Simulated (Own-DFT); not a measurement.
# Computed records: Si₂₃GeO₄₈ (quartz with substituted atoms, atoms displaced)

A calculation, not a measurement: plane-wave PBE and HSE06 DFT by an unreviewed code, no spin, of a simulated cell at Gamma alone, so results move with cell size and shape, stress positive in tension, energies less offsets, not probed for a lower state with spin; oxygen file: force components 24 meV/angstrom off all-electron in a glass; k mesh not checked against a denser one; forces and stress are PBE's, HSE06 gives the energy alone, and its difference from PBE has offsets of its own; offsets are fitted by least squares, one for each functional and potential file, so energies compare only between cells with the same atoms and settings and are not formation energies; the far tail of each file's local potential was reset to the Coulomb form; each entry is a single point on an unrelaxed cell, so the pressure reflects the starting lattice, mostly measured values (interpolated for alloys), from which strain is counted, and rises with the displacements; printed positions are rounded, which can move forces by about a meV/angstrom; the program, named Own-DFT, is a retired in-house code; no spin-orbit coupling. Program: Own-DFT development build.

Settings shared by all entries: first functional PBE; second functional HSE06; exact exchange share 0.25; screening 0.11 1/bohr; exchange divergence Gygi-Baldereschi; potential files PseudoDojo norm-conserving, scalar-relativistic, made for PBE, standard set; wave cutoff 48 hartree; occupations fixed; k mesh 1 x 1 x 1 centred on Gamma.

(1) Si₂₃GeO₄₈ (quartz with substituted atoms, atoms displaced)

```xyz
72
Lattice="9.8268 0.0000 0.0000 -4.9134 8.5103 0.0000 0.0000 0.0000 10.8104" Properties=species:S:1:pos:R:3 Si23GeO48
Si     2.3145     0.0537    10.8000
Si     8.6831     1.9569     3.5780
Si     1.2709     2.2016     1.7603
O      1.3102     1.1056     0.6275
O      2.8106     2.5740     2.4332
O      3.2374     0.6490     4.2043
O     -1.0073     3.0695     4.8697
O      0.3665     1.7832     2.9831
O      0.7352     3.6408     1.1683
Si    -2.6099     8.4861     5.3832
Si    -1.1084     1.9709     9.0778
Si     1.3075     2.3286     7.2232
O      1.3811     1.1101     6.0156
O      2.6938     2.4453     7.8610
O      3.2237     0.6169     9.5787
O     -1.0377     3.1499    10.1211
O      0.2213     1.8390     8.3833
O      0.7645     3.6224     6.5359
Si    -0.1409     4.1961    10.8064
Si     6.2135     6.2338     3.7180
Si    -1.0871     6.4171     1.8709
O     -1.1281     5.4238     0.6044
O      0.3447     6.7415     2.4494
O      0.7472     4.8569     4.2388
O     -3.4309     7.3082     4.6748
O     -2.1151     5.9414     2.9333
O     -1.6694     7.8206     1.2307
Si    -0.1046     4.1663     5.3646
Si     6.1230     6.2265     9.0566
Si    -1.1072     6.5850     7.1836
O     -1.1243     5.4417     6.0851
O      0.2935     6.7883     7.8776
O      0.7541     4.9166     9.6560
O     -3.5790     7.4283    10.1640
O     -2.2114     6.0207     8.4614
O     -1.6914     7.8447     6.5809
Si     2.3729     8.4901    10.7816
Si     3.7840     1.9977     3.7074
Si     6.1943     2.2258     1.7853
O      6.2894     1.1380     0.6528
O      7.6606     2.4581     2.3947
O      8.1198     0.5571     4.2397
O      3.8157     3.1448     4.7361
O      5.2682     1.8444     2.9579
O      5.6906     3.6594     1.1931
Si     2.2661     8.4278     5.4270
Si     3.7780     2.0338     9.0169
Si     6.2060     2.1816     7.1124
O      6.3597     1.1876     6.0949
O      7.7390     2.4402     7.7882
O      8.0882     0.5557     9.6656
O      3.8649     3.1152    10.0930
O      5.2654     1.8516     8.3671
O      5.7042     3.6393     6.5941
Si     4.8183     4.2571    10.8002
Si     1.3340     6.2093     3.6204
Si     3.7844     6.4405     1.8374
O      3.9948     5.4734     0.6024
O      5.2337     6.7905     2.4655
O      5.7160     4.8698     4.2977
O      1.4060     7.3129     4.7591
O      2.7178     6.0229     2.9846
O      3.1994     7.8701     1.1815
Ge     4.7929     4.1936     5.4382
Si     1.2941     6.3300     9.0119
Si     3.6660     6.4883     7.2187
O      3.8556     5.4257     6.0941
O      5.2127     6.7419     7.9215
O      5.6572     4.8402     9.6228
O      1.3956     7.4149    10.2556
O      2.6316     6.0148     8.2770
O      3.3044     7.9409     6.6429
```

- PBE energy of cell above offsets: -15.740 eV
- HSE06 less PBE above offsets: -0.358 eV
- PBE pressure: 11.93 GPa
- PBE stress xx: -9.87 GPa
- PBE stress yy: -12.95 GPa
- PBE stress zz: -12.99 GPa
- PBE stress yz: -2.33 GPa
- PBE stress xz: 0.56 GPa
- PBE stress xy: -2.36 GPa

Force:
```tsv
element	x (eV/Å)	y (eV/Å)	z (eV/Å)
Si	1.587	-4.172	0.884
Si	-0.674	0.328	0.904
Si	3.188	2.808	1.301
O	-0.456	0.516	-0.344
O	-1.245	-1.127	-0.065
O	-0.835	-2.91	1.785
O	-3.29	-4.525	-3.556
O	-1.726	-0.733	1.356
O	1.402	-1.473	1.447
Si	0.951	0.452	0.644
Si	-5.532	-0.203	-1.789
Si	-2.843	-3.815	-0.695
O	-0.637	1.436	1.201
O	2.982	0.823	0.953
O	0.269	0.266	0.533
O	-1.964	-1.644	0.306
O	5.533	-0.798	-2.446
O	1.471	0.764	1.162
Si	-0.705	5.154	0.089
Si	1.135	-4.409	-8.99
Si	-1.479	1.798	-3.021
O	1.334	-2.056	-0.608
O	1.331	0.049	0.838
O	0.97	-0.011	-0.831
O	0.513	5.979	5.761
O	-2.913	-0.852	3.135
O	-1.013	1.923	-1.616
Si	-1.672	5.701	2.485
Si	3.986	1.697	0.659
Si	-2.445	-5.02	4.034
O	1.856	-2.732	-2.083
O	0.431	1.257	-0.465
O	0.742	0.295	-0.323
O	-0.29	-0.09	0.38
O	2.146	0.698	-1.995
O	-1.578	4.482	-2.387
Si	-2.941	0.49	5.632
Si	0.436	1.049	-6.354
Si	0.973	1.457	-1.4
O	0.391	-1.132	-1.421
O	2.159	0.171	1.378
O	0.21	0.619	-0.098
O	-3.758	-2.439	-0.292
O	-2.881	-1.15	3.428
O	0.257	-0.349	-0.067
Si	2.86	2.31	0.982
Si	0.363	-2.482	-2.415
Si	2.176	7.72	8.809
O	0.232	-7.903	-7.816
O	-1.082	-0.473	0.641
O	4.075	3.291	-4.263
O	-0.088	2.681	3.008
O	-1.395	-0.888	0.423
O	4.115	-2.929	4.933
Si	-0.757	-1.473	0.777
Si	-2.784	-0.006	-0.736
Si	0.002	2.977	-0.255
O	-1.408	-0.456	-0.251
O	0.266	-0.707	1.38
O	2.539	0.887	-3.394
O	-1.174	0.006	1.162
O	3.232	-1.112	-1.148
O	1.326	-1.237	1.365
Ge	-1.769	3.394	0.321
Si	-2.033	-0.806	3.312
Si	4.288	1.749	0.915
O	-1.902	0.637	-0.571
O	-4.259	0.601	-2.959
O	0.566	-0.905	-0.538
O	-1.977	-3.089	-2.547
O	0.797	-1.041	0.883
O	-1.583	0.68	-1.477
```

(2) Si₂₃GeO₄₈ (quartz with substituted atoms, atoms displaced)

```xyz
72
Lattice="9.8268 0.0000 0.0000 -4.9134 8.5103 0.0000 0.0000 0.0000 10.8104" Properties=species:S:1:pos:R:3 Si23GeO48
Si    -2.5967     8.4965     0.0281
Si    -1.1261     1.9749     3.6022
Si     1.3521     2.2604     1.8848
O      1.4203     1.1311     0.6104
O      2.7482     2.4364     2.3825
O      3.1849     0.7812     4.4135
O     -1.0641     3.0925     4.7788
O      0.2745     1.7734     3.0011
O      0.7753     3.6417     1.1107
Si     2.3023     0.0821     5.2801
Si    -1.0603     2.0472     9.0105
Ge     1.3645     2.3130     7.1593
O      1.4070     1.2211     6.0554
O      2.7117     2.6128     7.9718
O      3.3195     0.6692     9.6607
O     -1.0624     3.1019    10.1593
O      0.2629     1.7917     8.3871
O      0.7516     3.6283     6.6065
Si    -0.0487     4.2604     0.0105
Si     6.2487     6.1903     3.5554
Si    -1.1342     6.5236     1.7371
O     -0.9933     5.3465     0.5765
O      0.2820     6.6953     2.5762
O      0.7618     4.8916     4.2474
O     -3.5855     7.4024     4.7639
O     -2.1936     6.0118     2.8699
O     -1.6290     7.8457     1.2023
Si    -0.1685     4.2916     5.4072
Si     6.1844     6.2529     9.0110
Si    -1.0509     6.6041     7.1986
O     -1.0347     5.3683     6.0944
O      0.3797     6.7124     7.8083
O      0.7129     4.9297     9.5893
O     -3.5106     7.4183    10.0931
O     -2.0731     6.1146     8.3110
O     -1.7320     7.8376     6.5869
Si     2.3238     8.4968    10.7338
Si     3.7643     1.9853     3.6222
Si     6.1622     2.2845     1.8311
O      6.2339     1.1658     0.7596
O      7.8167     2.5243     2.3910
O      8.2356     0.6412     4.2354
O      3.8733     3.1700     4.8610
O      5.1871     1.8039     2.9336
O      5.7066     3.6596     1.1330
Si     2.3412     8.4679     5.3031
Si     3.7248     1.9603     9.0351
Si     6.1713     2.1535     7.2614
O      6.2582     1.2108     5.9977
O      7.5946     2.4965     7.9006
O      8.1003     0.6022     9.5741
O      3.8184     3.1375    10.2437
O      5.2474     1.7576     8.4248
O      5.6606     3.5726     6.5763
Si     4.8330     4.3138     0.0334
Si     1.4018     6.1658     3.5571
Si     3.7741     6.5157     1.7896
O      3.8194     5.4610     0.6536
O      5.3057     6.6794     2.3762
O      5.7086     4.8267     4.2519
O      1.5106     7.3659     4.8518
O      2.7655     6.0137     3.0267
O      3.1853     7.8494     1.0989
Si     4.7362     4.2489     5.4346
Si     1.2995     6.2250     9.0060
Si     3.7634     6.5069     7.2327
O      3.8640     5.2951     5.9964
O      5.1036     6.7412     7.8014
O      5.7124     4.8521     9.6829
O      1.3965     7.4183    10.2143
O      2.7932     6.1192     8.2909
O      3.2301     7.9632     6.5421
```

- PBE energy of cell above offsets: -12.525 eV
- HSE06 less PBE above offsets: -0.440 eV
- PBE pressure: 14.06 GPa
- PBE stress xx: -16.62 GPa
- PBE stress yy: -13.84 GPa
- PBE stress zz: -11.72 GPa
- PBE stress yz: 2.22 GPa
- PBE stress xz: 1.7 GPa
- PBE stress xy: -2.03 GPa

Force:
```tsv
element	x (eV/Å)	y (eV/Å)	z (eV/Å)
Si	2.019	0.333	-1.431
Si	-2.09	2.925	0.912
Si	-6.076	-0.695	-4.226
O	-1.129	1.769	2.076
O	5.366	0.548	3.227
O	6.143	2.766	-6.709
O	0.095	0.429	0.156
O	4.701	-0.476	-1.923
O	3.673	-2.896	4.162
Si	-6.501	-6.624	9.983
Si	-7.017	-1.128	-0.208
Ge	-1.486	-1.626	5.263
O	0.526	-7.012	-6.727
O	5.193	0.882	2.445
O	-2.578	-5.779	3.313
O	0.923	2.167	2.123
O	3.93	-1.754	-0.951
O	-3.275	8.109	-3.723
Si	-3.19	-1.735	-3.831
Si	-1.327	0.393	3.239
Si	2.25	-5.081	2.275
O	-2.023	3.5	2.19
O	-1.289	0.879	-2.067
O	0.679	-1.008	-0.051
O	0.486	-0.564	-1.625
O	2.267	-0.487	-0.628
O	-1.763	4.226	-2.521
Si	0.698	-2.598	0.204
Si	2.105	-0.2	-3.375
Si	-1.514	-3.002	-0.963
O	-1.287	2.294	0.759
O	1.21	1.161	0.067
O	0.579	-2.008	0.386
O	-0.482	-0.052	0.725
O	-3.467	-0.831	2.864
O	-1.335	4.012	-3.221
Si	-0.067	4.608	2.798
Si	0.747	4.597	0.713
Si	5.006	1.638	-0.68
O	1.377	-3.252	-3.018
O	-3.655	0.056	-1.124
O	-0.787	-2.198	0.148
O	-4.161	-6.289	-5.11
O	-1.498	-0.946	2.406
O	1.354	-0.132	2.269
Si	2.69	7.181	5.073
Si	3.151	5.974	-0.645
Si	1.944	3.151	-2.448
O	1.024	-3.034	-2.181
O	1.963	-0.029	0.862
O	1.296	1.108	-0.467
O	0.496	0.072	-0.424
O	-3.261	-1.186	2.439
O	0.201	0.126	0.711
Si	-4.34	-1.688	-0.561
Si	-5.728	2.669	5.002
Si	0.343	1.667	1.798
O	0.482	-2.403	-1.945
O	-2.35	0.821	-1.222
O	0.594	0.677	-0.755
O	-5.099	-7.387	-5.042
O	6.74	-0.549	-3.46
O	1.281	-0.199	1.723
Si	7.21	-1.08	0.404
Si	2.496	3.449	-0.3
Si	-2.771	1.275	-8.678
O	-4.397	6.96	4.225
O	7.837	0.357	4.135
O	1.654	1.879	-2.088
O	-3.216	-4.663	-2.972
O	-4.988	-2.284	5.137
O	1.42	-1.78	1.08
```

(3) Si₂₃GeO₄₈ (quartz with substituted atoms, atoms displaced)

```xyz
72
Lattice="9.8268 0.0000 0.0000 -4.9134 8.5103 0.0000 0.0000 0.0000 10.8104" Properties=species:S:1:pos:R:3 Si23GeO48
Si     2.3337     0.0437    10.7530
Si    -1.1132     1.9343     3.5995
Ge     1.3765     2.1602     1.8888
O      1.3025     1.1202     0.5591
O      2.7720     2.4043     2.4006
O      3.1974     0.6180     4.2847
O     -1.0538     3.1417     4.7808
O      0.2760     1.7252     3.0066
O      0.7319     3.6384     1.2429
Si     2.3094     0.0807     5.4291
Si    -1.1535     2.0358     8.9749
Si     1.2672     2.2535     7.2288
O      1.3626     1.1522     6.0677
O      2.7674     2.4354     7.8480
O      3.2162     0.5470     9.5717
O     -1.0679     3.0537    10.1423
O      0.1806     1.7156     8.3062
O      0.7479     3.6726     6.5736
Si    -0.1835     4.2701    10.7416
Si    -3.5739     6.2712     3.6146
Si    -1.1389     6.4872     1.7876
O     -1.0324     5.3759     0.6723
O      0.2607     6.7614     2.4042
O      0.7607     4.8573     4.2271
O     -3.4165     7.4141     4.8373
O     -2.1530     5.9449     2.9753
O     -1.7010     7.8729     1.1274
Si    -0.1895     4.2104     5.5251
Si    -3.5670     6.2701     9.0188
Si    -1.1759     6.5062     7.2357
O     -1.0542     5.4045     6.0457
O      0.3905     6.7872     7.8285
O      0.7655     4.9061     9.7218
O     -3.4676     7.4407    10.1927
O     -2.1614     6.0604     8.3742
O     -1.6773     7.9401     6.5962
Si     7.1591     0.0287    10.7729
Si     3.7494     2.0198     3.6364
Si     6.2278     2.3109     1.8412
O      6.2741     1.1253     0.5829
O      7.6282     2.6067     2.5710
O      8.1327     0.6612     4.2715
O      3.7661     3.0946     4.7480
O      5.2325     1.7147     2.9161
O      5.7298     3.7221     1.1711
Si     2.3900     8.4665     5.4895
Si     3.6679     1.8526     8.9800
Si     6.2657     2.2526     7.1496
O      6.3834     1.1539     6.0359
O      7.6515     2.5338     7.8191
O      8.2227     0.6746     9.6675
O      3.8601     3.1264    10.1179
O      5.2708     1.7987     8.3402
O      5.6471     3.6652     6.6458
Si     4.6754     4.3009     0.0266
Si     1.2669     6.1921     3.5836
Si     3.7289     6.4876     1.8860
O      3.7699     5.4298     0.6953
O      5.1785     6.8157     2.4471
O      5.7644     4.8776     4.3014
O      1.3939     7.3375     4.7630
O      2.8646     5.9733     2.9716
O      3.2056     7.8817     1.2281
Si     4.7057     4.2668     5.5278
Si     1.3017     6.3251     9.0425
Si     3.7379     6.5586     7.1814
O      3.8254     5.3208     6.0564
O      5.1321     6.7823     7.8317
O      5.6747     4.8665     9.5873
O      1.3357     7.3929    10.1404
O      2.7303     5.9952     8.4675
O      3.1737     7.9115     6.6095
```

- PBE energy of cell above offsets: -16.361 eV
- HSE06 less PBE above offsets: -0.196 eV
- PBE pressure: 10.61 GPa
- PBE stress xx: -13.19 GPa
- PBE stress yy: -9.14 GPa
- PBE stress zz: -9.51 GPa
- PBE stress yz: -0.9 GPa
- PBE stress xz: 0.93 GPa
- PBE stress xy: -0.13 GPa

Force:
```tsv
element	x (eV/Å)	y (eV/Å)	z (eV/Å)
Si	-0.461	-0.071	4.021
Si	-2.926	3.921	1.456
Ge	-8.848	1.313	-6.499
O	0.473	-1.295	-1.833
O	11.39	2.021	4.466
O	2.142	1.981	-2.483
O	-0.951	-2.209	-0.891
O	0.011	-2.291	2.148
O	-1.011	1.511	-1.819
Si	0.961	-1.604	1.835
Si	-3.49	-0.901	0.252
Si	-0.048	0.539	-0.087
O	-1.294	1.307	0.4
O	-2.358	0.779	-1.663
O	0.451	-2.437	0.069
O	0.096	2.59	1.578
O	4.359	-0.27	-2.005
O	3.505	-2.489	4.127
Si	0.59	-3.128	4.511
Si	-1.431	0.451	0.642
Si	-2.638	0.505	0.241
O	-1.451	0.1	-0.892
O	3.061	0.232	1.654
O	-0.835	-1.64	1.58
O	-2.411	-3.012	-2.23
O	1.031	0.52	-0.994
O	0.5	0.231	0.322
Si	-0.231	2.138	-5.889
Si	-3.887	0.767	1.03
Si	2.694	2.08	-1.891
O	-1.473	1.653	1.382
O	-2.928	-0.066	-1.397
O	1.905	1.744	-2.978
O	-2.612	-4.043	-2.912
O	0.956	-0.926	0.248
O	0.674	-0.678	1.017
Si	4.261	-1.211	0.93
Si	1.696	-2.645	-1.979
Si	0.413	-0.232	-2.376
O	-1.656	3.55	2.529
O	0.619	-0.57	-0.513
O	-0.248	-2.54	1.165
O	0.897	2.652	2.388
O	-2.369	-0.134	1.767
O	-0.477	-0.372	-0.159
Si	-5.066	2.207	-7.145
Si	6.791	6.202	-0.365
Si	-2.21	0.736	1.516
O	-0.639	-0.577	-0.918
O	1.981	0.635	0.571
O	-1.506	-1.988	0.747
O	-1.237	-1.97	-0.628
O	-2.504	-1.07	1.091
O	0.571	-0.409	0.016
Si	2.137	-0.624	-1.09
Si	1.756	1.515	-0.449
Si	2.493	3.483	-4.427
O	0.044	-1.084	-1.344
O	2.626	-0.203	1.698
O	-1.559	-0.455	1.289
O	0.814	0.503	0.297
O	-6.243	-2.055	5.568
O	-1.29	0.922	-1.607
Si	4.45	-4.063	-5.786
Si	-0.635	-3.32	-0.916
Si	-1.592	-3.648	2.332
O	-4.579	6.137	3.175
O	3.3	0.144	1.634
O	-0.328	0.566	1.024
O	-0.392	1.922	2.05
O	2.816	0.405	-2.604
O	3.351	-1.731	4.006
```

(4) Si₂₃GeO₄₈ (quartz with substituted atoms, atoms displaced)

```xyz
72
Lattice="9.8268 0.0000 0.0000 -4.9134 8.5103 0.0000 0.0000 0.0000 10.8104" Properties=species:S:1:pos:R:3 Si23GeO48
Si    -2.6044     8.4268    10.7642
Si    -1.1408     1.9951     3.6804
Si     1.4101     2.1958     1.7932
O      1.3487     1.1560     0.6040
O      2.8604     2.5280     2.4320
O      3.1933     0.6458     4.2260
O     -1.0601     3.2088     4.7002
O      0.3530     1.6945     2.9482
O      0.7630     3.6832     1.1105
Si    -2.5877     8.4730     5.4229
Si    -1.0752     1.9914     8.9817
Si     1.3473     2.2184     7.2409
O      1.4644     1.1834     6.0977
O      2.7009     2.5043     7.8871
O      3.2688     0.6766     9.6872
O     -1.0530     3.2005    10.1549
O      0.3267     1.7836     8.3441
O      0.7723     3.6271     6.5258
Si    -0.1927     4.3562     0.0346
Si    -3.5867     6.2272     3.4959
Ge    -1.1538     6.4430     1.8560
O     -1.0726     5.3654     0.6974
O      0.3514     6.7312     2.3783
O      0.7436     4.8694     4.2127
O     -3.5386     7.3905     4.7743
O     -2.0961     5.9778     3.0107
O     -1.7254     7.8214     1.2164
Si    -0.0886     4.3865     5.3452
Si    -3.6017     6.2433     8.9457
Si    -1.0846     6.4706     7.2122
O     -1.0053     5.4501     6.0523
O      0.3324     6.7957     7.7421
O      0.7898     4.9634     9.7113
O     -3.4531     7.4141    10.1686
O     -2.1626     6.0332     8.4474
O     -1.6341     7.9046     6.5719
Si     7.2399     0.0060    10.8096
Si     3.7485     1.9839     3.6736
Si     6.1883     2.2019     1.8185
O      6.3364     1.2267     0.6880
O      7.6513     2.4916     2.4636
O      8.1758     0.6790     4.3462
O      3.7906     3.2348     4.7165
O      5.1508     1.7400     2.9634
O      5.7102     3.6053     1.1134
Si     2.3075     8.4629     5.3760
Si     3.8333     1.8361     9.0116
Si     6.1526     2.2077     7.2542
O      6.3001     1.1062     6.0933
O      7.6487     2.5083     7.8328
O      8.2338     0.6385     9.7180
O      3.8606     3.1100    10.1727
O      5.1917     1.7716     8.3858
O      5.6876     3.5914     6.5701
Si     4.7702     4.2269    10.7758
Si     1.3248     6.2630     3.6335
Si     3.7588     6.5201     1.7671
O      3.8188     5.3332     0.7401
O      5.1932     6.6919     2.4738
O      5.7309     4.9542     4.2766
O      1.4086     7.4410     4.7944
O      2.7502     5.9745     2.9200
O      3.3272     7.9554     1.0545
Si     4.6848     4.2093     5.4018
Si     1.2870     6.2532     9.1636
Si     3.7441     6.4852     7.2906
O      3.8651     5.4119     6.0500
O      5.1794     6.8029     7.8701
O      5.6367     4.9181     9.6175
O      1.3925     7.4354    10.1608
O      2.6751     5.9477     8.3882
O      3.2909     7.8540     6.5559
```

* PBE energy of cell above offsets: -15.365 eV
* HSE06 less PBE above offsets: -0.447 eV
* PBE pressure: 12.78 GPa
* PBE stress xx: -14 GPa
* PBE stress yy: -12.81 GPa
* PBE stress zz: -11.51 GPa
* PBE stress yz: -2.27 GPa
* PBE stress xz: 2 GPa
* PBE stress xy: -5.13 GPa

Force:
```tsv
element	x (eV/Å)	y (eV/Å)	z (eV/Å)
Si	3.537	6.52	5.314
Si	1.322	1.848	-3.337
Si	-2.377	3.185	0.114
O	1.34	-2.105	-1.504
O	-1.123	0.026	-0.504
O	-0.192	-1.626	0.985
O	0.212	0.95	0.878
O	-0.795	0.35	0.612
O	1.986	-2.243	2.174
Si	-0.816	1.129	0.14
Si	-3.174	2.12	1.426
Si	-2.061	3.36	-2.212
O	0.096	-2.56	-2.283
O	4.894	-0.286	2.65
O	-2.297	-6.649	3.138
O	-0.729	-1.563	-1.754
O	0.012	-1.23	0.893
O	0.297	-0.12	0.167
Si	2.825	-5.152	-1.649
Si	0.488	0.711	5.047
Ge	1.743	2.681	-1.051
O	-2.891	-1.154	-3.417
O	5.508	1.057	2.961
O	3.777	2.921	-4.17
O	-0.372	-1.368	-1.72
O	-4.448	-2.651	5.839
O	-2.056	5.153	-2.949
Si	-2.789	-6.168	4.741
Si	-2.015	1.105	2.266
Si	-2.902	2.39	1.264
O	-1.214	-0.607	-1.324
O	3.095	-0.28	3.752
O	-1.803	-3.532	1.538
O	-4.96	-6.38	-4.402
O	3.679	-0.251	-2.462
O	0.507	-0.923	0.869
Si	-0.189	3.492	0.15
Si	0.169	1.909	-1.629
Si	0.311	4.437	3.092
O	0.633	-5.23	-4.605
O	0.537	-0.497	0.993
O	0.198	-1.327	-0.418
O	-3.118	-4.152	-2.123
O	1.18	-0.488	0.308
O	0.467	0.062	0.685
Si	3.449	4.442	5.234
Si	-3.716	9.697	-0.808
Si	3.43	1.227	-2.544
O	-0.396	-0.702	-0.434
O	0.689	-0.595	1.134
O	0.055	0.323	-1.065
O	-1.049	-2.491	-1.879
O	2.619	-1.675	-0.075
O	-1.017	0.428	-0.634
Si	-0.173	0.646	1.597
Si	0.041	0.634	-1.609
Si	-0.353	0.804	0.483
O	0.283	-0.878	-1.912
O	-1.113	1.579	-2.382
O	-1.301	-2.432	1.287
O	-3.99	-5.559	-3.672
O	-0.351	0.663	0.767
O	1.36	-2.419	2.733
Si	5.76	4.576	1.803
Si	0.96	2.936	-6.877
Si	-1.541	-0.275	-1.946
O	-0.865	0.473	1.011
O	1.259	0.31	0.587
O	0.374	0.069	-0.2
O	-1.232	0.722	1.015
O	1.032	0.265	0.109
O	-0.711	0.367	-0.209
```
